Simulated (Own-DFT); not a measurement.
# Computed records: HfO₂ (monoclinic hafnia, atoms displaced)

Computed with Own-DFT development build. A calculation, not a measurement: plane-wave density functional theory by an unreviewed code, no spin, of a simulated periodic cell, stress positive in tension, run twice, with PBE and with PBEsol, both on files made for PBE, so the change isn't that of files made for PBEsol, hafnium file: forces about 75 meV/angstrom off all-electron values; oxygen file: force components 24 meV/angstrom off all-electron in one glass; forces on such cells passed a denser k mesh, this cell's mesh not checked; the far tail of each file's local potential was reset to the Coulomb form; each entry is a single point on an unrelaxed cell, so the pressure reflects the starting lattice, mostly measured values (interpolated for alloys), from which strain is counted, and rises with the displacements; printed positions are rounded, which can move forces by about a meV/angstrom; the program, named Own-DFT, is a retired in-house code; no spin-orbit coupling; stress was not checked against mesh or cutoff.

```xyz
96
Lattice="10.2340 0.0000 0.0000 0.0000 10.3500 0.0000 -1.6955 0.0000 10.4453" Properties=species:S:1:pos:R:3:PBE_force_x:R:1:PBE_force_y:R:1:PBE_force_z:R:1:PBEsol_force_x:R:1:PBEsol_force_y:R:1:PBEsol_force_z:R:1 formula=HfO2 functional=PBE,then_PBEsol potential_files=PseudoDojo_norm-conserving,scalar-relativistic,standard_set wave_cutoff=72 occupations=Fermi-Dirac smearing_width=0.1 k_mesh=2_x_2_x_2_centred_on_Gamma PBE_pressure=8.53 PBE_stress_xx=-10.06 PBE_stress_yy=-8.66 PBE_stress_zz=-6.87 PBE_stress_yz=0.22 PBE_stress_xz=1.15 PBE_stress_xy=0.63 PBEsol_pressure=2.06 PBEsol_stress_xx=-3.51 PBEsol_stress_yy=-2.25 PBEsol_stress_zz=-0.41 PBEsol_stress_yz=0.25 PBEsol_stress_xz=1.47 PBEsol_stress_xy=0.61 rms_change_of_force_components_from_PBE_to_PBEsol=0.058
Hf     1.1706     0.3246     1.0926      1.221     -1.637      0.497      1.195     -1.562      0.473
Hf     3.4296     2.8152     1.5368      3.157      1.388      0.973      3.045      1.418      0.957
Hf     2.9450     5.0430     4.1521      0.566      0.066     -0.436      0.563      0.018      -0.37
Hf     0.9064     2.3026     3.6831     -1.472      0.997      2.083     -1.437      0.902      2.015
O      0.0580     1.7704     1.8299      0.664     -0.923     -1.207      0.673     -0.899     -1.136
O      4.7599     4.4241     0.7174     -1.518     -1.928      1.478     -1.477     -1.828      1.372
O      4.1411     3.6126     3.3547      1.639     -1.693      0.379      1.555      -1.68      0.343
O     -0.3267     0.9486     4.5814     -0.804     -0.912     -1.838     -0.736     -0.903     -1.768
O      1.9343     3.8849     2.3566     -1.649      1.093      1.109     -1.542      1.057      1.062
O      2.8958     1.4074     0.1433     -1.574      -2.02     -0.284     -1.596     -1.962     -0.297
O      2.3925     1.1417     2.7867     -0.339      1.052     -2.233     -0.411      1.035     -2.167
O      1.5320     3.9415     5.0782     -1.168      -2.06     -0.293     -1.079     -1.964     -0.295
Hf     0.3954     0.0487     6.3921     -0.914      3.519     -2.124     -0.888      3.452     -2.127
Hf     2.7532     2.7942     6.8706     -3.675      2.946     -2.745     -3.565      2.949     -2.653
Hf     2.1361     5.0508     9.3744      2.899     -0.017     -0.192      2.838     -0.074     -0.153
Hf     0.0389     2.3899     9.0364      0.396      1.489     -3.009      0.398      1.415     -2.939
O     -0.7989     1.8046     6.9874      1.034     -0.814      0.871      0.965     -0.781      0.891
O      3.8013     4.3735     5.9956     -1.114     -1.945      0.604     -1.095     -1.873      0.539
O      3.3802     3.5120     8.6735      0.834       -1.6     -0.262      0.816     -1.615     -0.308
O     -1.2788     0.9906     9.5281       1.59      -0.34      1.945      1.544     -0.341      1.944
O      1.1478     4.0122     7.7360     -1.029     -1.192      0.478     -0.935     -1.148      0.486
O      2.0289     1.3054     5.2579     -0.268      0.678      1.962     -0.303      0.643      1.875
O      1.5389     1.1640     8.0584     -0.561      2.469      -1.38     -0.594      2.403     -1.301
O      0.7815     3.7463    10.4103     -1.435      1.264     -1.338     -1.334      1.216     -1.307
Hf     1.1971     5.4563     1.0884       0.78     -2.163      1.597      0.762     -2.055      1.521
Hf     3.4692     7.9998     1.4795     -2.147       2.08      0.417      -2.11      2.062      0.468
Hf     3.0245    10.0690     4.1564     -0.609      1.243       1.98      -0.63      1.178      1.948
Hf     0.8451     7.7260     3.5574     -0.471     -2.246      3.216     -0.415     -2.193      3.085
O      0.0552     6.9224     1.7644     -0.139      0.545     -0.128     -0.139      0.547     -0.082
O      4.6731     9.5265     0.7251     -0.427     -0.124      0.818     -0.413     -0.091      0.732
O      4.1312     8.7345     3.4282       2.99     -2.339     -1.439      2.869     -2.293     -1.446
O     -0.2828     5.9890     4.3565      0.426      0.874     -0.957      0.373      0.802     -0.866
O      1.9081     9.0540     2.6348     -1.189      2.123     -2.397     -1.107      2.031     -2.296
O      2.7102     6.3988     0.1016      0.663      1.679     -0.517      0.587      1.609      -0.51
O      2.3444     6.5918     2.7138     -0.165     -1.682     -0.271     -0.221     -1.611     -0.281
O      1.4364     9.0027     5.1163     -0.373     -0.086      0.706     -0.306     -0.056      0.685
Hf     0.3571     5.3523     6.2232      3.707     -0.193      0.742      3.632     -0.142      0.702
Hf     2.5876     7.9785     6.8109      1.854     -1.117     -1.292      1.817       -1.1     -1.251
Hf     2.2175    10.2221     9.4026     -1.658     -3.913      0.291     -1.635     -3.841      0.312
Hf    -0.1251     7.4211     8.8745      1.232      1.506     -0.523      1.165      1.403     -0.546
O     -0.7444     6.7863     6.9478     -1.217      2.022      1.943     -1.171       1.98       1.96
O      3.8418     9.4042     6.0176      0.417       1.21      0.443      0.382      1.209      0.378
O      3.4083     8.4549     8.7932     -4.602      3.471     -0.723     -4.475      3.376     -0.774
O     -1.1782     5.9638     9.6837     -0.301      0.746     -1.181     -0.273      0.722     -1.096
O      1.1714     9.1770     7.7748     -0.798      -1.64      1.178      -0.71     -1.582      1.114
O      2.0586     6.4614     5.4717     -0.736      0.925     -1.909     -0.742      0.874     -1.838
O      1.6311     6.4372     7.7993     -1.787      0.112      2.918     -1.792      0.116       2.84
O      2.2300     9.0599     0.0354     -0.077     -0.203     -1.606     -0.006     -0.182     -1.536
Hf     6.3744     0.2086     1.0128      -0.27      -0.94      2.592     -0.242     -0.886      2.516
Hf     8.5326     2.8663     1.4438     -0.144     -0.655      1.657     -0.171     -0.588      1.694
Hf     8.2892     4.9738     4.1178     -1.069      -1.36      0.005     -1.013     -1.365      0.023
Hf     5.8745     2.2833     3.8175      0.602      3.042     -2.976      0.567      2.926     -2.921
O      5.1794     1.6797     1.8567      0.032        0.2       0.05      0.039      0.205      0.093
O      9.6798     4.3754     0.8751      0.854      0.727     -0.877      0.828      0.717     -0.921
O      9.3041     3.3816     3.2918      1.281      0.787       2.04      1.224      0.768      1.922
O      4.6798     0.9537     4.4456       0.54     -0.681      0.728      0.561     -0.661      0.763
O      7.1787     3.9273     2.5265      -1.91       1.23     -0.159     -1.759      1.209     -0.193
O      7.8919     1.2622     0.1893      0.463      0.732     -2.778      0.391      0.704      -2.71
O      7.5934     1.3185     2.5532      -1.12     -1.717      2.561     -1.146     -1.679      2.473
O      6.4576     3.8789     5.1559      1.356     -1.629       -0.8      1.356     -1.595     -0.769
Hf     5.5210     0.3562     6.3426      0.856     -5.311     -0.967      0.838     -5.146      -0.99
Hf     7.7424     2.7818     6.7059       0.52      1.594       1.34      0.525      1.549      1.328
Hf     7.3526     4.9181     9.3604      -3.39      0.884     -1.143     -3.318      0.801     -1.084
Hf     4.9846     2.2704     9.0077      3.575      5.727     -1.527      3.488      5.603     -1.488
O      4.2670     1.6596     6.8730      1.325      0.591      2.734      1.294      0.582      2.704
O      8.9411     4.3563     6.0216      -2.06      -1.61     -0.415         -2     -1.539     -0.476
O      8.5503     3.4995     8.7327      0.175     -0.612     -0.511       0.16     -0.602     -0.518
O      3.8143     0.9784     9.5632      -0.27     -1.915      1.243     -0.268     -1.885      1.258
O      6.0930     4.0666     7.8290      0.956     -2.166     -0.729      1.005     -2.086     -0.704
O      7.1204     1.3019     5.3960     -0.631      0.193     -1.169     -0.702      0.204      -1.11
O      6.7487     1.2614     7.9623     -1.825      0.701     -0.156     -1.823       0.68     -0.162
O      5.6299     3.8585    10.3452      0.985     -1.178     -0.006      1.008     -1.139      0.014
Hf     6.4467     5.4015     1.1111     -1.743     -0.032     -1.842     -1.702     -0.044     -1.896
Hf     8.6203     7.9278     1.5316      -2.34      0.714     -1.935     -2.287      0.728      -1.85
Hf     8.0904    10.0529     4.0120      1.005      2.466      2.817      0.951      2.315      2.771
Hf     5.9696     7.4765     3.6453     -2.436      1.488      2.023     -2.352      1.418      1.984
O      4.9347     6.9513     1.7159      5.142     -2.496       1.31      5.012     -2.401      1.324
O      9.6579     9.5433     0.7596      1.181      0.086      1.177      1.152      0.116      1.091
O      9.1975     8.5426     3.4426      1.493     -0.163      -0.34      1.446     -0.162     -0.405
O      4.6593     6.0892     4.3856      1.418       1.13     -0.837      1.399      1.082     -0.761
O      6.9996     9.1277     2.5875     -0.966     -0.229     -1.787     -0.865     -0.228     -1.715
O      7.9336     6.5342     0.0664      0.999     -0.126       1.19       0.91     -0.143      1.197
O      7.5227     6.5084     2.7856     -0.122      -0.52     -1.122     -0.172     -0.484     -1.094
O      6.6070     8.9769     5.1592      -0.13      0.328      -1.21     -0.038       0.31     -1.198
Hf     5.4722     5.4174     6.1964      0.268      0.552       2.75      0.278      0.583      2.679
Hf     7.7279     7.9638     6.7661      -1.34     -0.882     -1.229     -1.348     -0.806     -1.178
Hf     7.3888    10.2593     9.3927     -2.371     -3.189     -1.319     -2.304     -3.129     -1.257
Hf     5.0580     7.6514     8.8134      2.631     -3.802      1.252      2.585     -3.741      1.206
O      4.3233     6.9296     6.9695     -0.673      0.362     -0.153     -0.662      0.379     -0.102
O      8.9190     9.4234     6.0135      0.365      0.187     -0.097      0.359      0.196     -0.124
O      8.4604     8.6198     8.5722      1.524      -0.03      1.444      1.487     -0.066      1.347
O      3.9830     6.0087     9.6771      -0.53       0.48     -0.704     -0.524       0.44     -0.623
O      6.2273     9.0003     7.7264     -0.635       2.96     -0.164     -0.561      2.846     -0.164
O      7.0542     6.4818     5.3709      0.747      0.263     -1.764      0.657      0.261     -1.724
O      6.4982     6.4506     7.8465      2.585     -0.472      0.722      2.453     -0.442      0.671
O      5.5847     8.9536    10.3485      1.245      1.581      0.736       1.24      1.554      0.722
```

Units: wave_cutoff in hartree; smearing_width in eV; PBE_pressure, PBE_stress_xx, PBE_stress_yy, PBE_stress_zz, PBE_stress_yz, PBE_stress_xz, PBE_stress_xy, PBEsol_pressure, PBEsol_stress_xx, PBEsol_stress_yy, PBEsol_stress_zz, PBEsol_stress_yz, PBEsol_stress_xz, PBEsol_stress_xy in GPa; rms_change_of_force_components_from_PBE_to_PBEsol, PBE_force_x, PBE_force_y, PBE_force_z, PBEsol_force_x, PBEsol_force_y, PBEsol_force_z in eV/Å.
